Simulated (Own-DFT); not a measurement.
# One host, several defects: C40 NbSi2

Source: density functional calculations with Own-DFT, an unreviewed in-house program that is no longer used. Nothing was measured or relaxed, and spin and spin-orbit coupling are left out.

Common settings: PBEsol; PseudoDojo norm-conserving scalar-relativistic files, made for PBE; cutoff 42 hartree; 4 x 4 x 5 k mesh centred on Gamma; cold (Marzari-Vanderbilt) smearing of 0.2 eV.

Known weak points: forces on such cells failed a check on a denser k mesh; stress not checked against mesh or cutoff.

All runs share one cell, with vectors in Å (0.000, 8.324, 0.000); (-9.613, 0.000, 0.000); (0.000, 0.000, 6.586) and a volume of 527.0 Å³. Atoms were moved at random from their sites; u is the rms move along one axis. The defect's site can differ from row to row.

| cell | formula | u (Å) | P (GPa) |
|---|---|---|---|
| no defect | Nb12Si24 | 0.0184 | -2.20 |
| no defect | Nb12Si24 | 0.0484 | -1.13 |
| no defect | Nb12Si24 | 0.0505 | -1.01 |
| two Si on a Nb site each | Nb10Si26 | 0.0315 | -1.75 |
| two Si on a Nb site each | Nb10Si26 | 0.0500 | -1.21 |
| two Si on a Nb site each | Nb10Si26 | 0.0542 | -0.96 |
| two Nb on a Si site each | Nb14Si22 | 0.0271 | ? |
| two Nb on a Si site each | Nb14Si22 | 0.0310 | 3.69 |
| two Nb on a Si site each | Nb14Si22 | 0.0489 | 4.15 |
| two Nb on a Si site each | Nb14Si22 | 0.0496 | 4.75 |
| two Nb vacancies | Nb10Si24 | 0.0322 | -3.35 |
| two Nb vacancies | Nb10Si24 | 0.0456 | -2.70 |
| two Nb vacancies | Nb10Si24 | 0.0481 | -2.91 |
| one Si vacancy | Nb12Si23 | 0.0260 | -2.67 |
| one Si vacancy | Nb12Si23 | 0.0520 | -1.97 |
| one Si vacancy | Nb12Si23 | 0.0564 | -0.95 |

## Fit

P = P0 + c u² + a shift for each defect gives P0 = -2.35 GPa, c = 517 ± 75 GPa/Å² and a scatter of 0.25 GPa. The shifts, and each times the cell's volume:

- two Nb on a Si site each: 5.54 ± 0.20 GPa, 18.2 eV (9.1 eV for each of its 2 sites)
- two Si on a Nb site each: -0.07 ± 0.20 GPa, -0.2 eV (-0.1 eV for each of its 2 sites) (not resolved)
- one Si vacancy: -0.65 ± 0.20 GPa, -2.1 eV
- two Nb vacancies: -1.58 ± 0.20 GPa, -5.2 eV (-2.6 eV for each of its 2 sites)

A positive shift means that the defect pushes the cell outwards. Shift times volume (160.2 GPa Å³ is 1 eV) depends little on the cell's size, so, taken for each site, it can be compared between cells at like pressure. The atoms around the defects weren't relaxed, which would change these numbers.

## The run left out

Question: what pressure belongs in the blank (two Nb on a Si site each, u = 0.0271 Å)?

From the fit: 3.58 ± 0.30 GPa. Computed: 3.57 GPa.
